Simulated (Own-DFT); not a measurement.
# One host, several defects: C11b WSi2

Calculated, not measured: single-point runs of Own-DFT, a retired in-house plane-wave DFT program that no person has reviewed, on unrelaxed cells, without spin or spin-orbit coupling.

Common settings: PBEsol; PseudoDojo norm-conserving scalar-relativistic files, made for PBE; cutoff 50 hartree; 5 x 5 x 5 k mesh centred on Gamma; cold (Marzari-Vanderbilt) smearing of 0.2 eV.

Caveats: forces on such cells failed a check on a denser k mesh; stress not checked against mesh or cutoff.

All runs share one cell, with vectors in Å (-2.148, -5.953, 3.409); (-6.444, 2.976, 1.136); (-2.553, -2.948, -6.757) and a volume of 403.2 Å³. The atoms are randomly displaced, by u rms on each axis. The defect's site can differ from row to row.

| cell | formula | u (Å) | P (GPa) |
|---|---|---|---|
| no defect | Si20W10 | 0.0169 | 0.06 |
| no defect | Si20W10 | 0.0207 | 0.55 |
| no defect | Si20W10 | 0.0441 | 1.28 |
| one Si on a W site | Si21W9 | 0.0297 | 2.84 |
| one Si on a W site | Si21W9 | 0.0470 | 3.14 |
| one Si on a W site | Si21W9 | 0.0502 | 3.68 |
| one W on a Si site | Si19W11 | 0.0288 | 5.08 |
| one W on a Si site | Si19W11 | 0.0500 | 6.98 |
| one W on a Si site | Si19W11 | 0.0530 | 7.19 |
| one W vacancy | Si20W9 | 0.0280 | -0.47 |
| one W vacancy | Si20W9 | 0.0282 | -0.47 |
| one W vacancy | Si20W9 | 0.0491 | 0.87 |
| one Si vacancy | Si19W10 | 0.0273 | -0.89 |
| one Si vacancy | Si19W10 | 0.0303 | ? |
| one Si vacancy | Si19W10 | 0.0474 | 0.12 |
| one Si vacancy | Si19W10 | 0.0492 | 0.31 |

## Working it out

P = P0 + c u² + a shift for each defect gives P0 = -0.05 GPa, c = 765 ± 88 GPa/Å² and a scatter of 0.26 GPa. The shifts, and each times the cell's volume:

- one W on a Si site: 4.90 ± 0.24 GPa, 12.3 eV
- one Si on a W site: 1.83 ± 0.23 GPa, 4.6 eV
- one W vacancy: -0.99 ± 0.22 GPa, -2.5 eV
- one Si vacancy: -1.48 ± 0.23 GPa, -3.7 eV

Against the defect-free cell, a freed cell would be larger where the shift is positive and smaller where it is negative (160.2 GPa Å³ is 1 eV). The atoms around the defects weren't relaxed, which would change these numbers.

## Check

Question: what pressure belongs in the blank (one Si vacancy, u = 0.0303 Å)?

From the fit: -0.83 ± 0.32 GPa. Computed: -0.46 GPa.
